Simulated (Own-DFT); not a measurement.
# Misfit strain and the stress it brings: wurtzite AlN, 72 atoms (Al36N36)

The numbers are computed, not measured, by runs of the plane-wave DFT program Own-DFT (in-house, retired, unreviewed) at fixed positions, with no spin and no spin-orbit coupling.

Common settings: PBE; PseudoDojo norm-conserving scalar-relativistic files; cutoff 42 hartree; 3 x 3 x 2 k mesh centred on Gamma; Fermi-Dirac smearing of 0.1 eV.

Caveats: forces on such cells moved up to 12 meV/angstrom on a denser k mesh; stress not checked against mesh or cutoff.

Unstrained cell vectors in Å: (9.336, 0.000, 0.000); (-4.668, 8.085, 0.000); (0.000, 0.000, 9.964). The unstrained cell has measured lattice constants (interpolated for alloys), not those of this functional. That, the random moves and any unrelaxed bonds set the pressure at no strain. Each run strains x and y alike by e, as a substrate would, and holds the height along z. All atoms carry random offsets, Gaussian with a width of 0.05 Å per axis. Stress is positive in tension.

```
e (%),u (Å),(s_xx + s_yy)/2 (GPa),s_zz (GPa)
-2.75,0.052,-22.66,-11.80
-2.50,0.050,-21.64,-11.14
-2.25,0.049,?,?
-1.75,0.048,-17.38,-7.96
-1.50,0.050,-15.11,-8.24
-0.25,0.049,-6.35,-7.51
0.75,0.048,-0.37,-6.23
2.00,0.046,5.86,-4.19
2.25,0.052,5.14,-1.21
2.75,0.048,8.71,-1.62
```

## Fit

With e as a fraction, the in-plane stress is -5.3 + 581 e - 2894 e² GPa (errors 14 and 1096, scatter 0.87), and s_zz is -6.5 + 170 e GPa (slope ± 18, scatter 1.08). At e = 0 the first slope is C11 + C12 and the second 2 C13, both with the ions held to the strained lattice and at the cell's own pressure. A free layer would change its height as e changes, and the in-plane slope would drop by 2 C13²/C33 to the biaxial modulus. At fixed height, a misfit of 1 % moves the in-plane stress by about 5.8 GPa and s_zz by 1.7 GPa.

## Test on the hidden row

Q: what are the two stresses at e = -2.25 %?

The fitted form gives -19.8 and -10.3 GPa. The calculation gave -20.14 and -9.07 GPa.
